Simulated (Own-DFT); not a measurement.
# Two functionals across a range of volumes: diamond-structure SiGeSn with randomly placed atoms, 64 atoms (Ge44Si16Sn4)

Calculated, not measured: single-point runs of Own-DFT, a retired in-house plane-wave DFT program that no person has reviewed, on unrelaxed cells, without spin or spin-orbit coupling.

Caveats: forces on such cells moved up to 12 meV/angstrom on a denser k mesh; stress not checked against mesh or cutoff.

Each geometry was run with PBE and with PBEsol, otherwise alike: PseudoDojo norm-conserving scalar-relativistic files made for PBE; cutoff 49 hartree; 3 x 3 x 3 k mesh centred on Gamma; Fermi-Dirac smearing of 0.1 eV. Unstrained cell vectors in Å: (11.306, 0.000, 0.000); (0.000, 11.306, 0.000); (0.000, 0.000, 11.306). Each has a uniform strain, of which the change of volume is shown, and random moves of rms u per axis. The random placing of the alloy's atoms differs from row to row.

| run | volume change (%) | u (Å) | P with PBE (GPa) | P with PBEsol (GPa) |
|---|---|---|---|---|
| 1 | 1.00 | 0.0539 | 3.65 | 1.02 |
| 2 | -1.49 | 0.0560 | 5.87 | 3.12 |
| 3 | 4.55 | 0.0496 | 1.00 | -1.46 |
| 4 | -5.42 | 0.0522 | 9.69 | 6.72 |
| 5 | 4.04 | 0.0518 | 1.55 | -0.94 |
| 6 | 3.53 | 0.0524 | 1.87 | -0.65 |
| 7 | -3.96 | 0.0516 | 7.85 | 4.97 |
| 8 | -4.45 | 0.0506 | 8.53 | 5.62 |
| 9 | 5.58 | 0.0487 | 0.44 | -1.98 |
| 10 | 1.51 | 0.0489 | 3.02 | 0.42 |
| 11 | -3.96 | 0.0501 | 7.84 | ? |

Question: by how much does PBEsol shrink this cell, and what belongs in the blank?

## Working it out

Write v for the change of volume as a fraction. Fitted to v and u², the PBE pressure has a slope of -83 ± 3 GPa in v, with the ions held to the strained lattice. The difference PBEsol less PBE is -2.69 + 5.0 v GPa (slope ± 0.1) and averages -2.66 GPa. Divided by the mean slope of the two, 81 GPa, that makes PBEsol's volume at a given pressure, near 3 GPa, about 3.3 % smaller, or 1.10 % in lengths. At one volume PBEsol's slope is the smaller by 5 GPa, but its pressure there is lower too. If stiffness rises by about 4 GPa for each GPa, PBEsol at equal pressure is stiffer by about 6 GPa. Files made for PBEsol would give a different shift.

For run 11 the line gives 4.96 GPa. The hidden result is 4.96 GPa.
